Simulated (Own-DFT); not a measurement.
## Calculated data, Si$_{4}$SnGe$_{11}$ (diamond-structure random alloy, atoms displaced)

All values are calculated (Own-DFT development build). A calculation, not a measurement: plane-wave density functional theory by an unreviewed code, no spin, of a simulated periodic cell, stress positive in tension, run twice, with PBE and with PBEsol, both on files made for PBE, so the change isn't that of files made for PBEsol, forces on such cells moved up to 12 meV/angstrom on a denser k mesh; the far tail of each file's local potential was reset to the Coulomb form; each entry is a single point on an unrelaxed cell, so the pressure reflects the starting lattice, mostly measured values (interpolated for alloys), from which strain is counted, and rises with the displacements; printed positions are rounded, which can move forces by about a meV/angstrom; the program, named Own-DFT, is a retired in-house code; no spin-orbit coupling; stress was not checked against mesh or cutoff.

```cif
# cell vector a (Å): 11.3064 0.0000 0.0000
# cell vector b (Å): 0.0000 11.3064 0.0000
# cell vector c (Å): 0.0000 0.0000 11.3064
data_Si4SnGe11
_symmetry_space_group_name_H-M 'P 1'
_symmetry_Int_Tables_number 1
_cell_length_a 11.3064
_cell_length_b 11.3064
_cell_length_c 11.3064
_cell_angle_alpha 90.000
_cell_angle_beta 90.000
_cell_angle_gamma 90.000
_cell_volume 1445.35
loop_
_atom_site_label
_atom_site_type_symbol
_atom_site_fract_x
_atom_site_fract_y
_atom_site_fract_z
_atom_site_occupancy
Ge1 Ge 0.99720 0.99828 0.99865 1
Si1 Si 0.00070 0.24935 0.25604 1
Si2 Si 0.24866 0.00227 0.25105 1
Ge2 Ge 0.24976 0.24921 0.99889 1
Ge3 Ge 0.12260 0.13226 0.12965 1
Ge4 Ge 0.12665 0.37861 0.37774 1
Sn1 Sn 0.37375 0.12925 0.37213 1
Ge5 Ge 0.37806 0.37611 0.12564 1
Ge6 Ge 0.00183 0.99943 0.49642 1
Ge7 Ge 0.99873 0.24977 0.74864 1
Ge8 Ge 0.24991 0.99667 0.74995 1
Ge9 Ge 0.25714 0.25022 0.49994 1
Si3 Si 0.12214 0.12602 0.61967 1
Si4 Si 0.12323 0.37255 0.87701 1
Ge10 Ge 0.37719 0.12495 0.87486 1
Ge11 Ge 0.37404 0.37584 0.62510 1
Ge12 Ge 0.99936 0.49996 0.00324 1
Sn2 Sn 0.00325 0.74765 0.25044 1
Si5 Si 0.25452 0.49933 0.24728 1
Ge13 Ge 0.24672 0.74818 0.99971 1
Si6 Si 0.12682 0.62559 0.12669 1
Ge14 Ge 0.12858 0.87854 0.37441 1
Si7 Si 0.37259 0.62873 0.37214 1
Ge15 Ge 0.37087 0.87532 0.12332 1
Ge16 Ge 0.99741 0.50530 0.49569 1
Ge17 Ge 0.99825 0.74594 0.74852 1
Ge18 Ge 0.24756 0.50186 0.75076 1
Ge19 Ge 0.24517 0.75017 0.50103 1
Si8 Si 0.12462 0.62603 0.62894 1
Ge20 Ge 0.12503 0.87063 0.87542 1
Ge21 Ge 0.38024 0.62053 0.87365 1
Si9 Si 0.37397 0.86981 0.62185 1
Ge22 Ge 0.50247 0.99722 0.99500 1
Si10 Si 0.50165 0.24972 0.24685 1
Ge23 Ge 0.75052 0.99796 0.24811 1
Si11 Si 0.74490 0.24909 0.00058 1
Ge24 Ge 0.62618 0.12389 0.12218 1
Si12 Si 0.62152 0.37007 0.37741 1
Si13 Si 0.88032 0.12626 0.37791 1
Si14 Si 0.87623 0.37400 0.12106 1
Ge25 Ge 0.50239 0.99676 0.49815 1
Ge26 Ge 0.50121 0.25008 0.74717 1
Si15 Si 0.75284 0.99612 0.75327 1
Ge27 Ge 0.75035 0.24671 0.50042 1
Ge28 Ge 0.62729 0.12211 0.62355 1
Ge29 Ge 0.62411 0.37593 0.87339 1
Ge30 Ge 0.87471 0.12553 0.86960 1
Ge31 Ge 0.87623 0.37697 0.63154 1
Si16 Si 0.50029 0.50173 0.99963 1
Ge32 Ge 0.50599 0.74642 0.25209 1
Ge33 Ge 0.74700 0.49792 0.25016 1
Ge34 Ge 0.75003 0.74916 0.00064 1
Ge35 Ge 0.62611 0.62460 0.12756 1
Sn3 Sn 0.62478 0.87635 0.37318 1
Ge36 Ge 0.87052 0.62709 0.37092 1
Ge37 Ge 0.87017 0.87837 0.11869 1
Ge38 Ge 0.49981 0.49923 0.50101 1
Sn4 Sn 0.49534 0.75020 0.74797 1
Ge39 Ge 0.74483 0.50113 0.74992 1
Ge40 Ge 0.74783 0.75057 0.50130 1
Ge41 Ge 0.62374 0.62588 0.62630 1
Ge42 Ge 0.62402 0.87651 0.87441 1
Ge43 Ge 0.87806 0.62786 0.87766 1
Ge44 Ge 0.87232 0.87144 0.62535 1
_calc_functional 'PBE, then PBEsol'
_calc_potential_files 'PseudoDojo norm-conserving, scalar-relativistic, standard set'
_calc_wave_cutoff 49  # hartree
_calc_occupations 'Fermi-Dirac'
_calc_smearing_width 0.1  # eV
_calc_k_mesh '3 x 3 x 3 centred on Gamma'
_calc_PBE_pressure 3.9  # GPa
_calc_PBE_stress_xx -3.87  # GPa
_calc_PBE_stress_yy -3.93  # GPa
_calc_PBE_stress_zz -3.89  # GPa
_calc_PBE_stress_yz -0.06  # GPa
_calc_PBE_stress_xz 0.59  # GPa
_calc_PBE_stress_xy 0.03  # GPa
_calc_PBEsol_pressure 1.23  # GPa
_calc_PBEsol_stress_xx -1.21  # GPa
_calc_PBEsol_stress_yy -1.27  # GPa
_calc_PBEsol_stress_zz -1.22  # GPa
_calc_PBEsol_stress_yz -0.06  # GPa
_calc_PBEsol_stress_xz 0.56  # GPa
_calc_PBEsol_stress_xy 0.03  # GPa
_calc_rms_change_of_force_components_from_PBE_to_PBEsol 0.044  # eV/angstrom
```

Force:
```
force element  PBE force x (eV/Å)  PBE force y (eV/Å)  PBE force z (eV/Å)  PBEsol force x (eV/Å)  PBEsol force y (eV/Å)  PBEsol force z (eV/Å)
           Ge               0.497               0.677              -0.092                  0.471                  0.646                 -0.092
           Si              -0.547               0.711              -0.265                 -0.455                  0.708                 -0.266
           Si              -0.772              -0.768              -1.264                 -0.766                 -0.759                  -1.24
           Ge               0.003               0.375               0.039                  0.035                  0.327                  0.072
           Ge               -0.05              -0.918              -0.063                 -0.032                 -0.895                 -0.123
           Ge               0.195              -0.143              -0.556                  0.188                 -0.138                 -0.481
           Sn               0.913              -0.948              -0.511                  0.885                 -0.914                 -0.406
           Ge                0.16               0.094              -0.205                  0.126                  0.057                 -0.229
           Ge              -0.301               0.262               0.556                 -0.283                  0.185                   0.53
           Ge               0.922              -0.063               0.038                  0.819                  -0.06                  0.036
           Ge              -0.098               0.311              -0.731                 -0.095                  0.298                 -0.646
           Ge              -2.309                 1.1               1.506                 -2.208                  1.103                  1.435
           Si               0.532              -0.042               0.471                   0.52                 -0.041                   0.46
           Si              -0.003               0.289              -0.209                 -0.005                  0.285                 -0.206
           Ge               -0.18              -0.095              -0.289                  -0.17                 -0.097                 -0.277
           Ge               0.056               0.204               0.318                  0.063                  0.194                  0.302
           Ge               0.589              -0.192              -0.019                  0.539                 -0.146                 -0.057
           Sn              -0.411               0.931              -0.625                  -0.45                   0.95                 -0.554
           Si              -0.395               0.597               0.283                 -0.385                  0.504                  0.275
           Ge               0.382              -0.613               0.077                  0.398                  -0.55                  0.039
           Si               1.274              -1.651              -0.894                  1.213                 -1.578                 -0.919
           Ge               0.722               0.689               0.418                   0.66                  0.631                  0.448
           Si               0.001              -0.663               0.136                  0.039                 -0.605                  0.171
           Ge               0.321               0.025               0.469                  0.341                 -0.006                  0.414
           Ge               0.217              -0.059               0.889                  0.186                 -0.089                  0.832
           Ge               0.434               0.344              -0.074                  0.381                  0.365                 -0.029
           Ge              -0.333              -0.518               0.199                 -0.249                 -0.506                  0.194
           Ge               0.537              -0.317               0.104                  0.489                 -0.268                  0.063
           Si              -0.237              -0.248               -0.63                 -0.233                  -0.24                 -0.616
           Ge              -0.341               0.308               -0.23                 -0.326                  0.298                 -0.218
           Ge              -1.512              -0.835               1.581                 -1.504                 -0.772                  1.489
           Si              -1.125               1.662              -1.083                 -1.107                  1.635                 -1.068
           Ge               -0.51               0.385               0.764                 -0.491                  0.372                  0.734
           Si               1.199               1.049              -0.646                  1.138                   0.99                  -0.68
           Ge               1.473               1.876              -0.532                  1.398                  1.783                 -0.556
           Si               0.909               0.367              -0.291                   0.85                  0.318                 -0.322
           Ge              -0.238               0.289               0.243                 -0.236                  0.205                  0.236
           Si               0.103               0.062              -0.467                  0.138                  0.103                 -0.412
           Si              -0.485              -0.099              -0.669                 -0.516                 -0.147                 -0.606
           Si              -0.395              -0.691               0.706                  -0.38                   -0.6                  0.689
           Ge              -1.254                0.54               2.187                  -1.18                  0.556                  2.094
           Ge              -0.057              -0.082               0.074                 -0.059                 -0.076                  0.071
           Si              -0.301               0.317              -0.453                 -0.295                  0.308                 -0.444
           Ge               0.366               0.456              -0.275                  0.344                  0.433                 -0.197
           Ge                0.16              -0.525               0.598                  0.125                 -0.473                  0.543
           Ge              -0.187              -0.125               0.771                 -0.182                 -0.116                  0.673
           Ge              -0.579               -0.04               0.712                 -0.496                 -0.036                   0.69
           Ge              -0.303               0.222              -0.941                 -0.298                  0.211                 -0.906
           Si                0.27              -0.325               0.227                  0.262                  -0.32                  0.219
           Ge              -2.222               -0.74              -1.162                 -2.111                 -0.691                 -1.158
           Ge               0.187              -0.992               0.075                  0.182                 -0.881                  0.072
           Ge              -0.357               0.113              -0.209                 -0.337                  0.116                 -0.197
           Ge              -0.264              -0.456              -0.774                  -0.22                 -0.403                 -0.708
           Sn               0.511              -0.266               0.125                  0.497                 -0.261                  0.119
           Ge              -0.977              -0.905               1.195                 -0.947                  -0.88                  1.164
           Ge               0.043               0.034               0.082                  0.032                  0.038                  0.075
           Ge              -0.202               0.228              -0.778                 -0.199                  0.222                 -0.683
           Sn               0.394               0.504               0.094                  0.436                   0.43                  0.142
           Ge               0.749               0.217               0.339                  0.723                  0.205                  0.322
           Ge               0.863              -1.142               0.615                  0.842                 -1.111                  0.599
           Ge               0.909              -0.971              -1.169                  0.885                 -0.946                  -1.13
           Ge               1.355               0.283               0.296                  1.276                  0.248                   0.33
           Ge              -0.574              -0.651              -0.207                 -0.558                 -0.621                 -0.201
           Ge               0.275               0.563                0.13                  0.291                  0.502                  0.095
```
